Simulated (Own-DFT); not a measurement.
## Calculated data, GaP (zincblende, atoms displaced)

All values are calculated (Own-DFT development build). A calculation, not a measurement: plane-wave PBE density functional theory by an unreviewed code, no spin, of a simulated periodic cell, stress positive in tension, free energy of the whole cell less one offset for each atom, forces on such cells passed a denser k mesh, this cell's mesh not checked; offsets are fitted by least squares, one for each functional and potential file, so energies compare only between cells with the same atoms and settings and are not formation energies; the far tail of each file's local potential was reset to the Coulomb form; each entry is a single point on an unrelaxed cell, so the pressure reflects the starting lattice, mostly measured values (interpolated for alloys), from which strain is counted, and rises with the displacements; printed positions are rounded, which can move forces by about a meV/angstrom; the program, named Own-DFT, is a retired in-house code; no spin-orbit coupling.

```cif
# cell vector a (Å): 16.3515 0.0000 0.0000
# cell vector b (Å): 0.0000 10.9010 0.0000
# cell vector c (Å): 0.0000 0.0000 10.9010
data_GaP
_symmetry_space_group_name_H-M 'P 1'
_symmetry_Int_Tables_number 1
_cell_length_a 16.3515
_cell_length_b 10.9010
_cell_length_c 10.9010
_cell_angle_alpha 90.000
_cell_angle_beta 90.000
_cell_angle_gamma 90.000
_cell_volume 1943.08
loop_
_atom_site_label
_atom_site_type_symbol
_atom_site_fract_x
_atom_site_fract_y
_atom_site_fract_z
_atom_site_occupancy
Ga1 Ga 0.99815 0.00091 0.00025 1
Ga2 Ga 0.00143 0.25096 0.24875 1
Ga3 Ga 0.16681 0.00385 0.24756 1
Ga4 Ga 0.16762 0.24732 0.99901 1
P1 P 0.08279 0.12568 0.12742 1
P2 P 0.08361 0.37490 0.37554 1
P3 P 0.25036 0.12537 0.37379 1
P4 P 0.24915 0.37536 0.12474 1
Ga5 Ga 0.99774 0.99656 0.49778 1
Ga6 Ga 0.00161 0.24930 0.74962 1
Ga7 Ga 0.16728 0.00104 0.74993 1
Ga8 Ga 0.16553 0.25289 0.50226 1
P5 P 0.08397 0.12171 0.62533 1
P6 P 0.08439 0.37643 0.87630 1
P7 P 0.25127 0.12798 0.87442 1
P8 P 0.25032 0.37331 0.62467 1
Ga9 Ga 0.99953 0.50033 0.99732 1
Ga10 Ga 0.99799 0.74966 0.25021 1
Ga11 Ga 0.16435 0.49914 0.25215 1
Ga12 Ga 0.16575 0.74912 0.00081 1
P9 P 0.08145 0.62270 0.12603 1
P10 P 0.08085 0.87278 0.37549 1
P11 P 0.24888 0.62392 0.37609 1
P12 P 0.25120 0.87332 0.12547 1
Ga13 Ga 0.99869 0.49844 0.49937 1
Ga14 Ga 0.00002 0.75099 0.74974 1
Ga15 Ga 0.16741 0.50024 0.75058 1
Ga16 Ga 0.16828 0.74986 0.49926 1
P13 P 0.08383 0.62868 0.62458 1
P14 P 0.08320 0.87497 0.87348 1
P15 P 0.24907 0.62542 0.87291 1
P16 P 0.25088 0.87558 0.62400 1
Ga17 Ga 0.33467 0.99917 0.00035 1
Ga18 Ga 0.33342 0.24861 0.24915 1
Ga19 Ga 0.49732 0.99873 0.24941 1
Ga20 Ga 0.49954 0.24635 0.00296 1
P17 P 0.41711 0.12844 0.12383 1
P18 P 0.41370 0.37697 0.37682 1
P19 P 0.58320 0.12698 0.37415 1
P20 P 0.58499 0.37393 0.12589 1
Ga21 Ga 0.33254 0.99734 0.49949 1
Ga22 Ga 0.33319 0.25022 0.75042 1
Ga23 Ga 0.50126 0.99803 0.75122 1
Ga24 Ga 0.50084 0.24810 0.50074 1
P21 P 0.41875 0.12238 0.62468 1
P22 P 0.41828 0.37688 0.87787 1
P23 P 0.58511 0.12445 0.87372 1
P24 P 0.58308 0.37542 0.62403 1
Ga25 Ga 0.33423 0.50071 0.99937 1
Ga26 Ga 0.33149 0.75087 0.25039 1
Ga27 Ga 0.49912 0.50152 0.24989 1
Ga28 Ga 0.49807 0.75132 0.99824 1
P25 P 0.41612 0.62823 0.12661 1
P26 P 0.41602 0.87398 0.37111 1
P27 P 0.58529 0.62291 0.37828 1
P28 P 0.58341 0.87527 0.12682 1
Ga29 Ga 0.33343 0.50209 0.50031 1
Ga30 Ga 0.33095 0.74872 0.74825 1
Ga31 Ga 0.49904 0.50086 0.74911 1
Ga32 Ga 0.50118 0.74971 0.49950 1
P29 P 0.41718 0.62363 0.62638 1
P30 P 0.41663 0.87574 0.87761 1
P31 P 0.58467 0.62378 0.87392 1
P32 P 0.58483 0.87345 0.62514 1
Ga33 Ga 0.66601 0.99882 0.99992 1
Ga34 Ga 0.66571 0.24988 0.25275 1
Ga35 Ga 0.83302 0.00317 0.25371 1
Ga36 Ga 0.83374 0.24901 0.00128 1
P33 P 0.74914 0.12296 0.12434 1
P34 P 0.74932 0.37549 0.37577 1
P35 P 0.91606 0.12743 0.37251 1
P36 P 0.91554 0.37485 0.12365 1
Ga37 Ga 0.66894 0.99939 0.50062 1
Ga38 Ga 0.66491 0.25189 0.75059 1
Ga39 Ga 0.83299 0.00150 0.75102 1
Ga40 Ga 0.83646 0.24912 0.50241 1
P37 P 0.75010 0.12587 0.62484 1
P38 P 0.74965 0.37603 0.87443 1
P39 P 0.91943 0.12479 0.87448 1
P40 P 0.91685 0.37411 0.62599 1
Ga41 Ga 0.66812 0.49965 0.00125 1
Ga42 Ga 0.66671 0.74886 0.24933 1
Ga43 Ga 0.83354 0.50255 0.24987 1
Ga44 Ga 0.83323 0.75319 0.99748 1
P41 P 0.74933 0.62751 0.12739 1
P42 P 0.75179 0.87403 0.37736 1
P43 P 0.91606 0.62838 0.37316 1
P44 P 0.91687 0.87741 0.12444 1
Ga45 Ga 0.66675 0.49996 0.50040 1
Ga46 Ga 0.66713 0.75023 0.75237 1
Ga47 Ga 0.83373 0.50588 0.74950 1
Ga48 Ga 0.83384 0.74856 0.49718 1
P45 P 0.74926 0.62428 0.62675 1
P46 P 0.74815 0.87118 0.87459 1
P47 P 0.91650 0.62428 0.87742 1
P48 P 0.91463 0.87573 0.62356 1
_calc_functional 'PBE'
_calc_potential_files 'PseudoDojo norm-conserving, scalar-relativistic, standard set'
_calc_wave_cutoff 42  # hartree
_calc_occupations 'Fermi-Dirac'
_calc_smearing_width 0.1  # eV
_calc_k_mesh '2 x 3 x 3 centred on Gamma'
_calc_free_energy_of_cell_above_offsets '-53.645'  # eV
_calc_pressure 2.71  # GPa
_calc_stress_xx -2.71  # GPa
_calc_stress_yy -2.7  # GPa
_calc_stress_zz -2.72  # GPa
_calc_stress_yz 0.11  # GPa
_calc_stress_xz 0  # GPa
_calc_stress_xy 0.03  # GPa
```

Force:
| element | x (eV/Å) | y (eV/Å) | z (eV/Å) |
| --- | --- | --- | --- |
| Ga | 0.539 | -0.127 | 0.023 |
| Ga | -0.306 | 0.194 | 0.075 |
| Ga | -0.057 | -0.611 | 0.384 |
| Ga | -0.201 | 0.311 | 0.243 |
| P | 0.033 | -0.053 | -0.628 |
| P | -0.278 | -0.034 | 0.106 |
| P | -0.159 | 0.045 | 0.316 |
| P | 0.072 | 0.033 | 0.041 |
| Ga | 0.118 | 0.378 | 0.095 |
| Ga | 0.161 | 0.137 | 0.007 |
| Ga | 0.139 | -0.116 | 0.131 |
| Ga | 0.151 | -0.5 | -0.173 |
| P | -0.259 | 0.187 | -0.343 |
| P | -0.061 | -0.26 | -0.176 |
| P | -0.052 | -0.613 | 0.096 |
| P | 0.041 | 0.373 | 0.108 |
| Ga | 0.024 | -0.248 | 0.332 |
| Ga | 0.262 | 0.17 | -0.317 |
| Ga | 0.318 | 0.039 | -0.281 |
| Ga | -0.037 | -0.004 | -0.02 |
| P | 0.091 | 0.233 | -0.046 |
| P | 0.603 | 0.235 | -0.293 |
| P | 0.117 | 0.07 | -0.212 |
| P | -0.437 | 0.362 | -0.194 |
| Ga | 0.156 | 0.375 | 0.078 |
| Ga | -0.222 | -0.005 | -0.062 |
| Ga | -0.197 | -0.038 | -0.292 |
| Ga | -0.314 | 0.198 | 0.007 |
| P | -0.105 | -0.543 | -0.03 |
| P | 0.05 | 0.175 | 0.333 |
| P | 0.141 | -0.045 | 0.405 |
| P | -0.25 | -0.027 | 0.107 |
| Ga | -0.235 | 0.26 | 0.069 |
| Ga | -0.124 | 0.395 | 0.077 |
| Ga | 0.437 | 0.34 | -0.048 |
| Ga | 0.571 | 0.516 | -0.454 |
| P | -0.285 | -0.635 | 0.289 |
| P | 0.557 | -0.332 | -0.204 |
| P | -0.09 | -0.662 | 0.155 |
| P | -0.396 | 0.146 | -0.031 |
| Ga | 0.319 | 0.321 | -0.156 |
| Ga | 0.53 | 0.115 | -0.116 |
| Ga | 0.013 | 0.001 | -0.07 |
| Ga | -0.238 | 0.331 | -0.145 |
| P | -0.397 | 0.052 | 0.121 |
| P | -0.111 | -0.362 | -0.265 |
| P | -0.371 | -0.016 | 0.247 |
| P | -0.142 | 0.028 | 0.101 |
| Ga | -0.193 | 0.121 | 0.18 |
| Ga | 0.069 | -0.314 | 0.108 |
| Ga | 0.139 | -0.213 | 0.119 |
| Ga | 0.544 | -0.249 | 0.235 |
| P | -0.029 | -0.213 | -0.168 |
| P | 0.011 | -0.101 | 0.598 |
| P | -0.354 | 0.267 | -0.452 |
| P | -0.227 | -0.088 | -0.193 |
| Ga | -0.172 | -0.124 | 0.175 |
| Ga | 0.451 | 0.172 | 0.185 |
| Ga | 0.348 | -0.203 | 0.192 |
| Ga | -0.136 | 0.006 | -0.011 |
| P | -0.169 | 0.425 | -0.228 |
| P | -0.196 | -0.135 | -0.653 |
| P | -0.348 | 0.088 | 0.271 |
| P | -0.1 | 0.135 | -0.009 |
| Ga | 0.066 | -0.076 | 0.037 |
| Ga | 0.322 | 0.03 | -0.29 |
| Ga | -0.115 | -0.322 | -0.425 |
| Ga | -0.189 | -0.074 | -0.291 |
| P | 0.031 | 0.208 | 0.182 |
| P | 0.447 | -0.109 | 0.082 |
| P | 0.427 | -0.04 | 0.292 |
| P | 0.267 | 0.17 | 0.186 |
| Ga | -0.31 | 0.116 | -0.11 |
| Ga | 0.316 | 0.024 | -0.169 |
| Ga | -0.103 | -0.143 | 0.039 |
| Ga | -0.555 | 0.169 | -0.264 |
| P | 0.012 | 0.15 | 0.213 |
| P | 0.335 | -0.065 | -0.012 |
| P | -0.547 | 0.187 | 0.006 |
| P | 0.075 | 0.271 | 0.221 |
| Ga | -0.113 | 0.062 | 0.021 |
| Ga | -0.084 | 0.256 | 0.409 |
| Ga | -0.179 | -0.255 | 0.035 |
| Ga | -0.004 | -0.246 | 0.463 |
| P | 0.331 | -0.128 | -0.487 |
| P | -0.333 | 0.067 | -0.413 |
| P | 0.113 | -0.638 | 0.219 |
| P | -0.313 | -0.1 | 0.196 |
| Ga | 0.191 | -0.21 | 0.2 |
| Ga | -0.213 | -0.281 | -0.364 |
| Ga | -0.05 | -0.627 | 0.116 |
| Ga | -0.209 | -0.026 | 0.551 |
| P | 0.108 | 0.307 | -0.372 |
| P | 0.366 | 0.741 | 0.047 |
| P | 0.087 | 0.42 | -0.329 |
| P | 0.067 | -0.199 | 0.27 |
